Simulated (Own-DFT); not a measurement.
# Point defects and the pressure they add: D0_22 TiAl3

Everything here is calculated. The program is Own-DFT (plane waves, in-house, since retired, never reviewed by a person); positions were held fixed, and spin and spin-orbit coupling were off.

Method: PBE; PseudoDojo norm-conserving scalar-relativistic files; cutoff 42 hartree; 4 x 4 x 4 k mesh centred on Gamma; cold (Marzari-Vanderbilt) smearing of 0.2 eV.

Caveats: forces on such cells failed a check on a denser k mesh; stress not checked against mesh or cutoff.

All runs share one cell, with vectors in Å (-2.365, -6.981, 4.326); (-7.667, 3.491, 1.442); (-2.950, -3.488, -7.241) and a volume of 625.4 Å³. The atoms are randomly displaced, by u rms on each axis. The defect's site can differ from row to row.

| cell | formula | u (Å) | P (GPa) |
|---|---|---|---|
| no defect | Al30Ti10 | 0.0183 | 1.96 |
| no defect | Al30Ti10 | 0.0211 | 1.99 |
| no defect | Al30Ti10 | 0.0539 | 2.78 |
| two Ti on an Al site each | Al28Ti12 | 0.0284 | ? |
| two Ti on an Al site each | Al28Ti12 | 0.0304 | 3.37 |
| two Ti on an Al site each | Al28Ti12 | 0.0459 | 3.56 |
| two Ti on an Al site each | Al28Ti12 | 0.0507 | 3.48 |
| one Ti vacancy | Al30Ti9 | 0.0243 | 1.71 |
| one Ti vacancy | Al30Ti9 | 0.0319 | 1.92 |
| one Ti vacancy | Al30Ti9 | 0.0518 | 2.23 |
| two Al vacancies | Al28Ti10 | 0.0299 | 1.29 |
| two Al vacancies | Al28Ti10 | 0.0515 | 1.89 |
| two Al vacancies | Al28Ti10 | 0.0543 | 1.85 |
| two Al on a Ti site each | Al32Ti8 | 0.0296 | 2.93 |
| two Al on a Ti site each | Al32Ti8 | 0.0475 | 3.27 |
| two Al on a Ti site each | Al32Ti8 | 0.0516 | 3.36 |

## Working it out

P = P0 + c u² + a shift for each defect gives P0 = 1.92 GPa, c = 259 ± 29 GPa/Å² and a scatter of 0.10 GPa. The shifts, and each times the cell's volume:

- two Ti on an Al site each: 1.06 ± 0.08 GPa, 4.1 eV (2.1 eV for each of its 2 sites)
- two Al on a Ti site each: 0.76 ± 0.08 GPa, 3.0 eV (1.5 eV for each of its 2 sites)
- one Ti vacancy: -0.34 ± 0.08 GPa, -1.3 eV
- two Al vacancies: -0.81 ± 0.09 GPa, -3.2 eV (-1.6 eV for each of its 2 sites)

A positive shift means that the defect pushes the cell outwards. Shift times volume (160.2 GPa Å³ is 1 eV) depends little on the cell's size, so, taken for each site, it can be compared between cells at like pressure. The atoms around the defects weren't relaxed, which would change these numbers.

## Prediction

Asked: what pressure belongs in the blank (two Ti on an Al site each, u = 0.0284 Å)?

Estimate: 3.20 ± 0.12 GPa. DFT gave 3.37 GPa.
